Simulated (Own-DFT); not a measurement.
# Wall times of self-consistent runs

Wall times of single-point runs (energy, forces and, in most, stress) with one build of Own-DFT, an in-house plane-wave density functional program, since retired. Each ran alone on one NVIDIA H200 card, with norm-conserving files, no spin and no use of crystal symmetry. The k points are those left after time reversal, where it was used. Plane waves for each k point are estimated as V (2 E)^(3/2) / (6 π²) in atomic units.

```
cell,atoms,valence electrons,cutoff (hartree),volume (Å³),k mesh,k points,plane waves,time (s)
As4In4,8,112,42,222,6x6x6,112,19500,237
In32P32,64,576,36,1580,3x3x3,14,110000,1086
In32P30,62,566,36,1617,3x3x3,14,112600,1167
In33P31,64,584,36,1617,3x3x3,14,112600,1172
Ga24In8P32,64,576,42,1398,3x3x3,14,122600,1205
GaIn31P32,64,576,42,1617,3x3x3,14,141900,1454
In48P46,94,854,36,2426,2x3x3,10,168900,2199
As32Ga8In24,64,896,42,1668,3x3x3,14,146400,2004
As32In32,64,896,42,1779,3x3x3,14,156100,2341
As32GaIn31,64,896,42,1779,3x3x3,14,156100,2193
Ga46P50,96,848,42,1943,2x3x3,10,170500,?
```

## Worked fit

Take the size N = k points x plane waves x valence electrons. A line through log(time) against log(N) has a slope of 1.08 ± 0.06 and a scatter of a factor 1.12. Part of the scatter may come from the number of self-consistent steps, which isn't shown. Times belong to this build alone.

## Withheld run

Question: how long should the last run take? Its N is 1.45e+09.

The line gives about 1793 s. It took 2232 s.
